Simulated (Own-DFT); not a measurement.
# How strain changes the stress of wurtzite GaN, 72 atoms (Ga36N36)

Calculated results; nothing here was measured. They come from Own-DFT, an in-house plane-wave density functional program, since retired, whose code no person has reviewed. Each row is one single-point run on a periodic cell that was not relaxed, without spin or spin-orbit coupling.

Settings of every run: PBE; PseudoDojo norm-conserving scalar-relativistic files (stringent for Ga); cutoff 96 hartree; 4 x 4 x 3 k mesh centred on Gamma; Gaussian smearing of 0.01 eV.

Known limits: forces not confirmed at this smearing and k mesh; stress not checked against mesh or cutoff.

Unstrained cell vectors in Å: (9.567, 0.000, 0.000); (-4.784, 8.285, 0.000); (0.000, 0.000, 10.370). The unstrained cell has measured lattice constants (interpolated for alloys), not those of this functional. That, the random moves and any unrelaxed bonds set the pressure at no strain. Each run strains this cell uniformly, with the atoms carried along. Every atom was also moved at random, by a Gaussian of width 0.05 Å on each axis. Strain is the symmetric tensor, in per cent. Stress is positive in tension, and the pressure is minus a third of its trace.

| run | e_xx (%) | e_yy (%) | e_zz (%) | e_yz (%) | e_xz (%) | e_xy (%) | s_xx (GPa) | s_yy (GPa) | s_zz (GPa) | s_yz (GPa) | s_xz (GPa) | s_xy (GPa) | P (GPa) | E (meV/atom) |
|---|---|---|---|---|---|---|---|---|---|---|---|---|---|---|
| 1 | 1.18 | 0.63 | 0.76 | 0.28 | 0.88 | 0.48 | -1.07 | -3.85 | -1.60 | 0.40 | 1.21 | 2.02 | 2.17 | 0.0 |
| 2 | 0.58 | 0.89 | 0.61 | 0.98 | 0.60 | -0.56 | -3.78 | -4.43 | -4.08 | 2.94 | 2.51 | -2.68 | 4.10 | 30.0 |
| 3 | 0.80 | 1.93 | 0.87 | 0.03 | 0.33 | 0.35 | -0.83 | 1.67 | -1.98 | -0.10 | 0.47 | 0.74 | 0.38 | 0.2 |
| 4 | -0.39 | 1.04 | -0.03 | 1.15 | 0.97 | -0.47 | -6.79 | -2.78 | -7.36 | 2.66 | 1.75 | -0.67 | 5.64 | 9.6 |
| 5 | 0.90 | -0.13 | 0.60 | -1.18 | 0.32 | 1.85 | -2.93 | -5.71 | -5.12 | -3.04 | 0.99 | 5.97 | 4.58 | 11.2 |
| 6 | -0.90 | 1.45 | 0.83 | 0.70 | -1.41 | -1.66 | -9.21 | -2.06 | -3.86 | 1.21 | -3.01 | -5.82 | 5.05 | 22.1 |
| 7 | 0.47 | -1.56 | -0.43 | 0.09 | 1.50 | 0.91 | -6.21 | -14.73 | -10.55 | 1.32 | 3.44 | 3.52 | 10.50 | 28.0 |
| 8 | 0.33 | -1.01 | -1.19 | 0.45 | 0.87 | -0.84 | -7.98 | -11.71 | -14.02 | 0.49 | 1.76 | -2.36 | 11.24 | 32.7 |
| 9 | 1.89 | 1.94 | -1.90 | -0.38 | 1.04 | -1.62 | 0.88 | 1.62 | -13.16 | -0.72 | 1.93 | -4.58 | 3.55 | 10.1 |
| 10 | -0.43 | 1.30 | 0.03 | -0.64 | 1.28 | 0.19 | -6.56 | -3.37 | -6.07 | -1.12 | 2.66 | -0.28 | 5.34 | 9.9 |
| 11 | -1.69 | 1.89 | -1.83 | 1.20 | -0.53 | 0.42 | -12.32 | -1.86 | -19.48 | 2.97 | -1.53 | 1.74 | 11.22 | 42.5 |
| 12 | -0.71 | 0.27 | 1.82 | 0.35 | 0.96 | -0.48 | -7.86 | -4.65 | -1.18 | 0.76 | 2.38 | -0.81 | 4.56 | 16.5 |
| 13 | 0.94 | -0.93 | -1.69 | -0.09 | -1.50 | 0.76 | -5.01 | -10.75 | -16.54 | 0.33 | -3.62 | 1.89 | 10.76 | 32.2 |
| 14 | -0.53 | 0.16 | 0.26 | 1.95 | -1.82 | -0.60 | -10.54 | -4.92 | -8.11 | 3.24 | -3.74 | -1.22 | 7.85 | 37.3 |
| 15 | -1.44 | 0.14 | 1.40 | 0.33 | -1.53 | 0.51 | -9.44 | -7.10 | -3.42 | 0.03 | -3.35 | 1.37 | 6.65 | 8.4 |
| 16 | 1.46 | -1.63 | 1.59 | 0.70 | -1.07 | 1.30 | -1.41 | -11.56 | -1.47 | 0.72 | -1.98 | 3.43 | 4.81 | 26.1 |
| 17 | 0.92 | -0.99 | 1.51 | -1.49 | -1.83 | -0.88 | ? | ? | ? | ? | ? | ? | ? | ? |

E is the free energy for each atom above the lowest run shown.

## Worked fit

Each stress component was fitted by least squares to a constant and the strains of the runs shown, as fractions, with shears doubled. Shear strains stay in the fit of a normal stress only where such slopes are resolved. The slopes, in GPa:

| stress | at no strain | per e_xx | per e_yy | per e_zz | scatter |
|---|---|---|---|---|---|
| s_xx | -6.7 | 376 ± 24 | 93 ± 21 | 75 ± 20 | 0.92 |
| s_yy | -7.2 | 73 ± 26 | 400 ± 23 | 55 ± 22 | 1.02 |
| s_zz | -8.5 | 141 ± 25 | 94 ± 22 | 480 ± 21 | 0.97 |

Each shear stress against twice its own strain: yz 112 ± 13, xz 110 ± 6, xy 159 ± 11 GPa. These are stiffnesses along x, y and z of the frame in which the cell vectors are given, which need not be the crystal's axes. The atoms are held to the strained lattice; where symmetry lets them move under strain, relaxing them would lower some slopes. The table should be nearly symmetric about its diagonal, and what it lacks of that shows the noise. A ninth of its sum, 199 ± 6 GPa, estimates the bulk modulus near the mean pressure of these runs, 6.2 GPa, so it lies above the value at zero pressure.

## Withheld run

Question: what normal stresses and pressure should run 17 give?

The fit gives s_xx = -3.1, s_yy = -9.6, s_zz = -0.9 and P = 4.5 GPa. The calculation gave -4.33, -8.88, -1.45 and P = 4.88 GPa.
